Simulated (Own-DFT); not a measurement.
# Computed records: GaP (zincblende, strained, atoms displaced)

A calculation, not a measurement: plane-wave PBE density functional theory by an unreviewed code, no spin, of a simulated periodic cell, stress positive in tension, free energy of the whole cell less one offset for each atom, forces on such cells passed a denser k mesh, this cell's mesh not checked; offsets are fitted by least squares, one for each functional and potential file, so energies compare only between cells with the same atoms and settings and are not formation energies; the far tail of each file's local potential was reset to the Coulomb form; each entry is a single point on an unrelaxed cell, so the pressure reflects the starting lattice, mostly measured values (interpolated for alloys), from which strain is counted, and rises with the displacements; printed positions are rounded, which can move forces by about a meV/angstrom; the program, named Own-DFT, is a retired in-house code; no spin-orbit coupling. Program: Own-DFT development build.

Common to all runs: functional PBE; potential files PseudoDojo norm-conserving, scalar-relativistic, standard set; wave cutoff 42 hartree; occupations Fermi-Dirac; smearing width 0.1 eV; hardware one NVIDIA H100; k mesh 3 x 3 x 3 centred on Gamma.

(1) GaP (zincblende, strained, atoms displaced)

```
GaP
1.0
     10.8620     0.0000     0.0000
      0.0000    10.8620     0.0000
      0.0000     0.0000    10.9361
Ga P Ga P Ga P Ga P Ga P Ga P Ga P Ga P
4 4 4 4 4 4 4 4 4 4 4 4 4 4 4 4
Direct
  0.00077 0.00841 0.99812
  0.98544 0.26112 0.23727
  0.24139 0.99791 0.24706
  0.24352 0.25571 0.99779
  0.12472 0.10467 0.11632
  0.13262 0.37849 0.36836
  0.36963 0.12977 0.37085
  0.37727 0.37215 0.11758
  0.00431 0.00359 0.50270
  0.00710 0.23915 0.75118
  0.25533 0.99548 0.74621
  0.23773 0.24368 0.48819
  0.13368 0.11356 0.62436
  0.12596 0.38051 0.88583
  0.36464 0.13288 0.87774
  0.37661 0.37398 0.63394
  0.00586 0.49891 0.00790
  0.99307 0.75029 0.25185
  0.24780 0.50618 0.25662
  0.24610 0.74638 0.99845
  0.12211 0.62843 0.11475
  0.13211 0.87912 0.38074
  0.37751 0.62638 0.37816
  0.37961 0.87058 0.12748
  0.99615 0.48755 0.49995
  0.00118 0.75760 0.75772
  0.25133 0.50812 0.74677
  0.24443 0.74971 0.48848
  0.12215 0.63391 0.62507
  0.12918 0.86478 0.88648
  0.37957 0.63405 0.88838
  0.37583 0.87349 0.62413
  0.49150 0.99151 0.99903
  0.50071 0.26238 0.24337
  0.75457 0.00546 0.24069
  0.74361 0.23712 0.00295
  0.62177 0.13285 0.12087
  0.62557 0.37953 0.37726
  0.87736 0.13049 0.39482
  0.86559 0.36694 0.11786
  0.50322 0.00921 0.50673
  0.50481 0.26556 0.73737
  0.74936 0.99371 0.75275
  0.74070 0.25566 0.49319
  0.62643 0.12933 0.62470
  0.62314 0.38706 0.87828
  0.87410 0.13753 0.87934
  0.88396 0.37857 0.62441
  0.49399 0.50708 0.00353
  0.49703 0.75269 0.24637
  0.74632 0.49426 0.25045
  0.75223 0.73318 0.00320
  0.61001 0.62049 0.11581
  0.62294 0.88344 0.37870
  0.87713 0.63256 0.36957
  0.86733 0.87239 0.13171
  0.51548 0.51022 0.50260
  0.50910 0.75018 0.74483
  0.74356 0.50919 0.75864
  0.74975 0.75015 0.49912
  0.62917 0.61954 0.62736
  0.61665 0.86032 0.88165
  0.87001 0.62910 0.86567
  0.87253 0.87543 0.62491
```

```
free energy of cell above offsets : -29.591 eV
pressure                          : 4.47 GPa
stress xx                         : -4.8 GPa
stress yy                         : -4.48 GPa
stress zz                         : -4.14 GPa
stress yz                         : 0.51 GPa
stress xz                         : -0.41 GPa
stress xy                         : 0.55 GPa
wall time                         : 555.6 s
```

Force:
```tsv
element	x (eV/Å)	y (eV/Å)	z (eV/Å)
Ga	-1.498	-2.034	-0.927
Ga	1.875	-2.022	1.81
Ga	1.542	-0.232	0.269
Ga	0.229	-1.021	0.888
P	0.318	3.356	1.312
P	-1.915	-0.494	0.032
P	0.87	-0.398	-0.414
P	-1.058	0.929	0.706
Ga	-0.409	-0.806	0.22
Ga	0.294	1.237	-0.288
Ga	0.158	-0.307	1.372
Ga	1.099	0.461	1.11
P	-0.609	1.045	0.292
P	-0.343	-0.054	-1.962
P	1.42	-0.666	-0.865
P	-1.487	1.345	-2.599
Ga	-1.756	-0.165	-0.952
Ga	1.495	0.848	-0.523
Ga	0.893	0.193	-1.466
Ga	1.32	0.253	1.021
P	0.1	0.077	2.393
P	-1.767	0.009	-1.159
P	0.366	-0.026	-0.282
P	-1.815	0.472	-0.1
Ga	1.167	1.896	-0.949
Ga	-0.101	-0.158	-0.698
Ga	0.192	0.203	0.868
Ga	0.979	-0.39	1.625
P	-0.184	-0.743	-0.338
P	-0.976	2.208	-1.503
P	-0.376	-0.436	-2.359
P	0.377	-0.378	-0.515
Ga	0.103	1.166	-0.468
Ga	-0.253	-0.757	0.807
Ga	-0.662	0.638	1.663
Ga	-0.105	1.979	-1.241
P	-0.956	-1.816	0.965
P	-0.709	0.025	-0.585
P	-0.113	0.088	-2.577
P	-0.421	1.831	-0.448
Ga	-0.999	-0.4	-0.666
Ga	0.681	-1.529	2.196
Ga	-0.38	0.404	0.605
Ga	1.127	-0.18	1.48
P	0.377	0.188	0.695
P	-0.003	-1.258	0.2
P	0.037	-1.844	-0.921
P	-1.871	-1.252	1.341
Ga	-0.663	-1.606	-1.072
Ga	0.853	-0.307	1.052
Ga	0.275	1.1	-0.681
Ga	-0.416	1.019	0.195
P	2.162	0.715	2.423
P	0.227	-0.388	-0.652
P	-0.816	-1.871	0.973
P	0.749	-0.063	-1.571
Ga	-2.13	-1.216	-0.235
Ga	-1.342	-0.302	0.03
Ga	0.911	-1.424	-0.719
Ga	-0.174	0.256	-0.173
P	0.533	1.517	-0.105
P	1.486	1.393	0.017
P	1.452	-0.371	1.376
P	0.638	0.062	0.08
```

(2) GaP (zincblende, strained, atoms displaced)

```
GaP
1.0
     10.8620     0.0000     0.0000
      0.0000    10.8620     0.0000
      0.0000     0.0000    10.9361
Ga P Ga P Ga P Ga P Ga P Ga P Ga P Ga P
4 4 4 4 4 4 4 4 4 4 4 4 4 4 4 4
Direct
  0.99228 0.99983 0.01897
  0.99837 0.24343 0.25251
  0.24210 0.00412 0.25003
  0.24459 0.24862 0.00936
  0.13290 0.12220 0.12611
  0.12066 0.37992 0.38285
  0.36212 0.12750 0.37707
  0.37268 0.37659 0.13299
  0.00528 0.99796 0.50685
  0.00266 0.24478 0.74500
  0.24542 0.00452 0.74463
  0.26349 0.24894 0.50089
  0.12075 0.12709 0.61739
  0.12157 0.38452 0.86831
  0.37523 0.11890 0.87572
  0.36791 0.37810 0.62712
  0.00054 0.49191 0.99397
  0.99724 0.75821 0.25040
  0.25052 0.51114 0.25779
  0.24934 0.74647 0.99987
  0.13236 0.63315 0.11670
  0.11690 0.87190 0.37408
  0.36206 0.64936 0.38394
  0.37327 0.88545 0.13575
  0.00783 0.50026 0.49666
  0.00528 0.75329 0.74111
  0.26137 0.50245 0.74547
  0.23006 0.75441 0.51488
  0.11870 0.63577 0.63072
  0.12152 0.87753 0.87176
  0.38280 0.62309 0.88236
  0.38156 0.87235 0.61634
  0.50425 0.98966 0.99340
  0.50569 0.24125 0.24745
  0.74360 0.98310 0.24312
  0.75679 0.24412 0.00215
  0.62839 0.12421 0.11689
  0.63153 0.39342 0.37074
  0.87396 0.10885 0.36870
  0.87291 0.37346 0.13033
  0.48892 0.99358 0.50229
  0.49181 0.25696 0.76234
  0.75261 0.99774 0.75339
  0.74813 0.25684 0.49721
  0.62351 0.12941 0.62317
  0.62133 0.37118 0.87603
  0.87976 0.12245 0.85666
  0.88255 0.37500 0.62416
  0.51063 0.50466 0.00455
  0.50266 0.75626 0.24565
  0.75051 0.50293 0.25844
  0.74150 0.74749 0.99080
  0.64539 0.62347 0.12481
  0.63331 0.87533 0.36711
  0.86860 0.64020 0.38505
  0.86607 0.88195 0.11292
  0.49813 0.51437 0.49034
  0.51050 0.74690 0.74990
  0.75145 0.47832 0.74324
  0.76581 0.73639 0.49733
  0.61568 0.62558 0.63009
  0.62406 0.87221 0.88155
  0.87907 0.62140 0.88128
  0.87039 0.87583 0.63446
```

```
free energy of cell above offsets : -28.826 eV
pressure                          : 4.55 GPa
stress xx                         : -4.65 GPa
stress yy                         : -4.67 GPa
stress zz                         : -4.33 GPa
stress yz                         : -0.64 GPa
stress xz                         : 2.12 GPa
stress xy                         : 0.17 GPa
wall time                         : 579.1 s
```

Force:
```tsv
element	x (eV/Å)	y (eV/Å)	z (eV/Å)
Ga	1.56	1.23	-2.713
Ga	0.071	0.182	0.251
Ga	0.372	-0.787	1.136
Ga	0.915	0.947	-1.482
P	-1.916	0.482	0.048
P	1.345	-1.193	-1.426
P	2.049	-0.976	-0.955
P	0.496	0.199	-0.194
Ga	-1.408	-0.413	-0.713
Ga	0.421	1.007	0.072
Ga	0.449	-0.451	0.082
Ga	-2.064	1.022	0.624
P	1.344	0.369	0.248
P	1.067	-1.639	-0.178
P	-0.565	0.428	0.299
P	1.842	-0.239	-0.874
Ga	-0.276	0.852	1.412
Ga	-0.529	-0.651	-1.217
Ga	-0.155	-0.099	-0.129
Ga	0.948	1.747	-0.857
P	-1.894	-1.501	1.59
P	0.779	0.942	0.478
P	0.897	-1.144	-0.746
P	0.225	-0.835	-1.457
Ga	-1.281	1.295	0.992
Ga	-1.674	0.619	2.346
Ga	-1.271	1.07	1.04
Ga	1.357	1.055	-1.182
P	0.807	-2.862	-0.296
P	0.3	0.102	0.745
P	-0.137	0.477	-0.683
P	-1.648	-0.879	2.158
Ga	-1.243	1.301	1.308
Ga	-0.401	0.841	0.329
Ga	0.592	2.219	-0.47
Ga	0.084	0.383	-1.029
P	-0.272	-0.882	0.49
P	-1.929	-2.342	1.166
P	-0.329	0.903	0.594
P	0.619	0.122	-0.121
Ga	1.884	1.564	-1.509
Ga	0.054	-0.848	-1.153
Ga	-1.411	0.282	-0.413
Ga	0.494	-0.637	-0.321
P	-0.577	-0.229	0.353
P	0.887	0.162	0.736
P	0.034	0.151	2.746
P	0.143	-0.455	-0.992
Ga	-0.312	-0.687	0.427
Ga	0.115	-0.509	0.275
Ga	1.867	0.883	-0.979
Ga	1.79	-0.412	0.228
P	-2.043	0.393	0.469
P	-1.412	-1.147	2.21
P	4.365	-4.372	-4.374
P	-0.363	-2.392	1.068
Ga	-0.781	-0.161	0.433
Ga	-1.553	0.87	0.779
Ga	-0.532	1.886	0.991
Ga	-4.629	4.146	4.361
P	2.34	-1.172	-1.183
P	0.337	0.12	-1.865
P	-0.66	0.211	-1.567
P	0.417	-0.548	-1.408
```

(3) GaP (zincblende, strained, atoms displaced)

```
GaP
1.0
     10.8620     0.0000     0.0000
      0.0000    10.8620     0.0000
      0.0000     0.0000    10.9361
Ga P Ga P Ga P Ga P Ga P Ga P Ga P Ga P
4 4 4 4 4 4 4 4 4 4 4 4 4 4 4 4
Direct
  0.00133 0.99103 0.99303
  0.99563 0.25834 0.25637
  0.25961 0.00348 0.24963
  0.25958 0.23582 0.00401
  0.11809 0.10798 0.13452
  0.12867 0.37117 0.38671
  0.37820 0.13021 0.38374
  0.37298 0.37066 0.13647
  0.01038 0.99625 0.50966
  0.00114 0.24681 0.75705
  0.25696 0.99260 0.75113
  0.24020 0.25142 0.49335
  0.12164 0.11552 0.61949
  0.11524 0.36452 0.85680
  0.37413 0.11436 0.87328
  0.37612 0.38846 0.62948
  0.00748 0.50879 0.99257
  0.99690 0.75451 0.25622
  0.26002 0.49182 0.24276
  0.23823 0.76121 0.99698
  0.12396 0.62563 0.13370
  0.11934 0.88429 0.37966
  0.37040 0.63153 0.37380
  0.37335 0.88184 0.13593
  0.01033 0.49342 0.50898
  0.00504 0.74738 0.75849
  0.25338 0.49553 0.74187
  0.24385 0.75960 0.50138
  0.12523 0.62079 0.62769
  0.12391 0.88812 0.89478
  0.37423 0.61951 0.86668
  0.36959 0.86961 0.62546
  0.49666 0.99658 0.99957
  0.51616 0.24825 0.23837
  0.76591 0.00726 0.26244
  0.75616 0.24414 0.01467
  0.63242 0.13129 0.12844
  0.61969 0.37883 0.36519
  0.86156 0.13153 0.37982
  0.86015 0.37907 0.11976
  0.48885 0.99708 0.49564
  0.48526 0.25746 0.74996
  0.75165 0.00536 0.75756
  0.72677 0.23391 0.50788
  0.62528 0.12074 0.62828
  0.63006 0.37593 0.87823
  0.86523 0.12956 0.88023
  0.87458 0.38222 0.62381
  0.50089 0.51059 0.00018
  0.50481 0.74194 0.24724
  0.75806 0.51318 0.26313
  0.74687 0.74379 0.00614
  0.61584 0.63122 0.12597
  0.61767 0.87898 0.37379
  0.85551 0.62706 0.37913
  0.88448 0.88812 0.12856
  0.50029 0.50043 0.49476
  0.49572 0.74995 0.76147
  0.76394 0.49476 0.74746
  0.74363 0.74957 0.49780
  0.62467 0.62514 0.63054
  0.61897 0.87089 0.87082
  0.88559 0.61948 0.88252
  0.87434 0.88161 0.61894
```

```
free energy of cell above offsets : -27.380 eV
pressure                          : 5.11 GPa
stress xx                         : -5.18 GPa
stress yy                         : -5.39 GPa
stress zz                         : -4.75 GPa
stress yz                         : -1.96 GPa
stress xz                         : 0.4 GPa
stress xy                         : 0.42 GPa
wall time                         : 623.3 s
```

Force:
```tsv
element	x (eV/Å)	y (eV/Å)	z (eV/Å)
Ga	-2.471	3.222	1.873
Ga	-0.392	-0.457	-0.555
Ga	-0.892	0.539	1.489
Ga	-1.589	0.499	0.231
P	0.072	1.928	-0.541
P	-1.067	1.697	-2.569
P	-0.153	0.602	-1.426
P	1.435	-0.962	-2.559
Ga	-2.321	0.177	-1.306
Ga	-2.142	-1.679	-2.47
Ga	-1.319	0.323	-0.271
Ga	1.851	-1.232	2.216
P	1.466	1.789	2.135
P	3.084	2.171	3.161
P	0.52	1.023	-0.063
P	0.188	-1.927	-2.134
Ga	0.736	-2.077	1.413
Ga	-0.276	-0.302	0.201
Ga	-1.659	1.595	1.903
Ga	1.864	-1.751	1.572
P	0.31	-0.123	-0.461
P	1.027	-0.859	-1.055
P	0.002	-0.489	0.163
P	0.803	-1.578	-1.45
Ga	-1.218	0.656	-0.591
Ga	-0.337	0.834	-0.429
Ga	-1.457	0.52	1.273
Ga	-0.436	-0.981	-0.381
P	0.369	1.209	-0.006
P	1.49	-1.891	-4.574
P	-1.278	0.634	1.509
P	0.959	-0.016	0.375
Ga	0.777	0.088	0.688
Ga	-1.782	0.623	1.582
Ga	-1.984	-1.341	-1.397
Ga	-1.112	0.689	-1.602
P	-0.129	-2.881	-0.647
P	0.72	-0.167	1.155
P	2.452	0.931	1.596
P	2.485	1.586	1.375
Ga	0.805	-0.126	1.019
Ga	1.482	-0.526	0.486
Ga	-0.305	-0.895	-0.724
Ga	1.766	2.907	-1.7
P	-2.626	-1.088	1.61
P	-0.333	-0.241	0.069
P	1.543	-0.574	0.062
P	0.223	-2.508	-0.737
Ga	-0.286	-1.401	-0.223
Ga	-1.344	1.777	1.17
Ga	-2.428	-2.54	-2.872
Ga	0.772	1.021	-0.372
P	1.708	-1.337	-0.146
P	0.748	-0.26	-0.344
P	4.191	1.367	1.457
P	-1.468	-1.597	0.002
Ga	0.069	0.643	0.146
Ga	0.061	-0.462	-1.794
Ga	-1.432	1.074	1.045
Ga	-0.876	1.022	1.088
P	0.074	-0.06	-0.015
P	1.233	0.656	1.146
P	-1.998	1.556	-1.115
P	-0.179	-1.036	1.32
```
